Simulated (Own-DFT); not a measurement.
# What a defect does to the pressure of its cell: L1_0 TiAl

Calculated, not measured: single-point runs of Own-DFT, a retired in-house plane-wave DFT program that no person has reviewed, on unrelaxed cells, without spin or spin-orbit coupling.

All runs used: PBE; PseudoDojo norm-conserving scalar-relativistic files; cutoff 42 hartree; 4 x 4 x 4 k mesh centred on Gamma; cold (Marzari-Vanderbilt) smearing of 0.2 eV.

Limits: forces on such cells failed a check on a denser k mesh; stress not checked against mesh or cutoff.

All runs share one cell, with vectors in Å (5.622, 5.622, 0.000); (-5.622, 5.622, 0.000); (0.000, 0.000, 8.133) and a volume of 514.0 Å³. u is the rms random offset of the atoms per axis. The defect's site can differ from row to row.

| cell | formula | u (Å) | P (GPa) |
|---|---|---|---|
| no defect | Al16Ti16 | 0.0207 | 1.16 |
| no defect | Al16Ti16 | 0.0490 | 1.70 |
| no defect | Al16Ti16 | 0.0506 | 1.77 |
| two Al vacancies | Al14Ti16 | 0.0287 | -0.63 |
| two Al vacancies | Al14Ti16 | 0.0450 | -0.24 |
| two Al vacancies | Al14Ti16 | 0.0513 | -0.30 |
| one Ti vacancy | Al16Ti15 | 0.0286 | 0.55 |
| one Ti vacancy | Al16Ti15 | 0.0304 | 0.45 |
| one Ti vacancy | Al16Ti15 | 0.0310 | 0.53 |
| one Ti vacancy | Al16Ti15 | 0.0319 | ? |

## Working it out

P = P0 + c u² + a shift for each defect gives P0 = 1.10 GPa, c = 251 ± 39 GPa/Å² and a scatter of 0.08 GPa. The shifts, and each times the cell's volume:

- one Ti vacancy: -0.81 ± 0.08 GPa, -2.6 eV
- two Al vacancies: -1.95 ± 0.07 GPa, -6.2 eV (-3.1 eV for each of its 2 sites)

Positive is outwards. The product with the volume (160.2 GPa Å³ to the eV) is nearly free of the cell's size; divided by the bulk modulus at the cell's pressure it gives the volume that the defect adds. The atoms around the defects weren't relaxed, which would change these numbers.

## The run left out

Question: what pressure belongs in the blank (one Ti vacancy, u = 0.0319 Å)?

The fit gives 0.54 ± 0.10 GPa. Computed: 0.51 GPa.
